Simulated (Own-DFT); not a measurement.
# A layer strained by its substrate: wurtzite GaN, 72 atoms (Ga36N36)

Source: density functional calculations with Own-DFT, an unreviewed in-house program that is no longer used. Nothing was measured or relaxed, and spin and spin-orbit coupling are left out.

Method: PBE; PseudoDojo norm-conserving scalar-relativistic files (stringent for Ga); cutoff 96 hartree; 4 x 4 x 3 k mesh centred on Gamma; Gaussian smearing of 0.01 eV.

Keep in mind: forces not confirmed at this smearing and k mesh; stress not checked against mesh or cutoff.

Unstrained cell vectors in Å: (9.567, 0.000, 0.000); (-4.784, 8.285, 0.000); (0.000, 0.000, 10.370). The unstrained cell has measured lattice constants (interpolated for alloys), not those of this functional. That, the random moves and any unrelaxed bonds set the pressure at no strain. Each run strains x and y alike by e, as a substrate would, and holds the height along z. Each coordinate of each atom was shifted by a normal deviate of width 0.05 Å. Stress is positive in tension.

```
e (%)  u (Å)  (s_xx + s_yy)/2 (GPa)  s_zz (GPa)
-3.00  0.053                 -26.29      -11.77
-2.50  0.049                 -22.52      -11.04
-2.25  0.049                 -20.69      -10.41
-1.75  0.046                      ?           ?
-1.25  0.055                 -13.80      -10.43
-0.75  0.050                 -10.54       -9.30
 0.25  0.048                  -6.16       -5.64
 2.00  0.048                   2.63       -4.41
 2.25  0.051                   2.80       -3.82
 3.00  0.046                   7.03       -3.25
```

## Working it out

With e as a fraction, the in-plane stress is -6.9 + 540 e - 3207 e² GPa (errors 9 and 611, scatter 0.57), and s_zz is -7.4 + 151 e GPa (slope ± 12, scatter 0.77). At e = 0 the first slope is C11 + C12 and the second 2 C13, both with the ions held to the strained lattice and at the cell's own pressure. The term in e² is negative: the layer stiffens under compression and softens under tension. A free layer would change its height as e changes, and the in-plane slope would drop by 2 C13²/C33 to the biaxial modulus. At fixed height, a misfit of 1 % moves the in-plane stress by about 5.4 GPa and s_zz by 1.5 GPa.

## Test on the hidden row

Asked: what are the two stresses at e = -1.75 %?

The fit gives -17.4 and -10.0 GPa. The calculation gave -16.31 and -10.32 GPa.
